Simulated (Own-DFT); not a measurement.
# Strain and stress in wurtzite GaN, 72 atoms (Ga36N36)

These are calculations, not measurements. The program, named Own-DFT, is a retired in-house plane-wave density functional code that no person has reviewed. Each row is one single-point run on a periodic cell that was not relaxed, without spin or spin-orbit coupling.

Settings of every run: PBE; PseudoDojo norm-conserving scalar-relativistic files; cutoff 42 hartree; 4 x 4 x 3 k mesh centred on Gamma; Fermi-Dirac smearing of 0.1 eV.

Known limits: forces not confirmed at this smearing and k mesh; stress not checked against mesh or cutoff.

Unstrained cell vectors in Å: (9.567, 0.000, 0.000); (-4.784, 8.285, 0.000); (0.000, 0.000, 10.370). The unstrained cell has measured lattice constants (interpolated for alloys), not those of this functional. That, the random moves and any unrelaxed bonds set the pressure at no strain. Each run strains this cell uniformly, with the atoms carried along. Every atom was also moved at random, by a Gaussian of width 0.05 Å on each axis. Strain is the symmetric tensor, in per cent. Stress is positive in tension, and the pressure is minus a third of its trace.

| run | e_xx (%) | e_yy (%) | e_zz (%) | e_yz (%) | e_xz (%) | e_xy (%) | s_xx (GPa) | s_yy (GPa) | s_zz (GPa) | s_yz (GPa) | s_xz (GPa) | s_xy (GPa) | P (GPa) | E (meV/atom) |
|---|---|---|---|---|---|---|---|---|---|---|---|---|---|---|
| 1 | 1.26 | 0.80 | -1.32 | 1.63 | -0.52 | -0.66 | -3.26 | -5.20 | -11.37 | 4.32 | -1.50 | -1.22 | 6.61 | 26.7 |
| 2 | 0.46 | 0.94 | 0.73 | 0.40 | 1.36 | -1.17 | -5.06 | -2.62 | -2.36 | 0.97 | 2.81 | -3.30 | 3.35 | 5.4 |
| 3 | 0.38 | 1.19 | 0.55 | 1.88 | -0.11 | 0.53 | -3.86 | -1.31 | -4.91 | 3.76 | -0.16 | 0.90 | 3.36 | 0.0 |
| 4 | 0.12 | -0.72 | 0.18 | 0.93 | 0.75 | 0.92 | -7.62 | -10.88 | -6.94 | 1.73 | 1.31 | 3.87 | 8.48 | 19.8 |
| 5 | 0.53 | 1.91 | -0.40 | 1.75 | -1.59 | 0.84 | -3.76 | 0.48 | -8.83 | 3.71 | -2.86 | 2.20 | 4.04 | 23.8 |
| 6 | -1.63 | -1.37 | -0.97 | 1.42 | 0.87 | 1.46 | -18.68 | -15.27 | -14.11 | 3.32 | 2.61 | 4.12 | 16.02 | 43.8 |
| 7 | 0.22 | -0.20 | -0.21 | -1.01 | 0.66 | 1.86 | -6.14 | -7.41 | -9.69 | -1.79 | 1.74 | 4.11 | 7.75 | 18.1 |
| 8 | -1.76 | -1.20 | -1.02 | 0.95 | -0.03 | -1.60 | -18.82 | -18.85 | -14.11 | 1.99 | -0.85 | -6.69 | 17.26 | 77.2 |
| 9 | 0.01 | -0.33 | 1.23 | 0.74 | 0.11 | 1.12 | -7.76 | -7.68 | -2.46 | 1.95 | 0.23 | 4.54 | 5.96 | 18.9 |
| 10 | -0.30 | 0.52 | -1.36 | 0.39 | -0.75 | -0.49 | -9.38 | -4.94 | -15.69 | 0.97 | -2.60 | -0.85 | 10.00 | 28.1 |
| 11 | 1.17 | -1.67 | 1.61 | 0.15 | -0.78 | -1.96 | -2.78 | -12.24 | -1.95 | 0.68 | -1.77 | -5.46 | 5.66 | 20.1 |
| 12 | 0.37 | 0.77 | -0.16 | 0.15 | 0.08 | -0.30 | -4.77 | -3.95 | -7.39 | 0.34 | -0.20 | -1.28 | 5.37 | 7.6 |
| 13 | -1.16 | -0.34 | 1.59 | -0.71 | 1.79 | -1.30 | -12.11 | -9.85 | -2.07 | -2.19 | 3.33 | -3.49 | 8.01 | 34.2 |
| 14 | 0.93 | 1.21 | 1.35 | 0.75 | 1.87 | 0.95 | -1.07 | -0.73 | -1.53 | 1.34 | 3.66 | 3.40 | 1.11 | 8.9 |
| 15 | -1.90 | 1.68 | 0.95 | -1.20 | 1.84 | 0.29 | -13.60 | -2.88 | -4.70 | -3.45 | 5.02 | 0.65 | 7.06 | 33.3 |
| 16 | 0.64 | 0.89 | -1.37 | 1.60 | -0.24 | 1.63 | ? | ? | ? | ? | ? | ? | ? | ? |

E is the free energy for each atom above the lowest run shown.

## Worked fit

Each stress component was fitted by least squares to a constant and the strains of the runs shown, as fractions, with shears doubled. Shear strains stay in the fit of a normal stress only where such slopes are resolved. The slopes, in GPa:

```
stress,at no strain,per e_xx,per e_yy,per e_zz,scatter
s_xx,-7.9,463 ± 19,119 ± 17,96 ± 18,0.72
s_yy,-7.8,142 ± 34,429 ± 31,76 ± 33,1.29
s_zz,-8.1,77 ± 26,54 ± 23,436 ± 25,0.97
```

Each shear stress against twice its own strain: yz 106 ± 5, xz 100 ± 10, xy 149 ± 12 GPa. These are stiffnesses along x, y and z of the frame in which the cell vectors are given, which need not be the crystal's axes. The atoms are held to the strained lattice; where symmetry lets them move under strain, relaxing them would lower some slopes. The table should be nearly symmetric about its diagonal, and what it lacks of that shows the noise. A ninth of its sum, 210 ± 6 GPa, estimates the bulk modulus near the mean pressure of these runs, 7.3 GPa, so it lies above the value at zero pressure.

## Withheld run

Question: what normal stresses and pressure should run 16 give?

The fit gives s_xx = -5.2, s_yy = -4.2, s_zz = -13.1 and P = 7.5 GPa. The calculation gave -3.94, -5.69, -12.92 and P = 7.52 GPa.
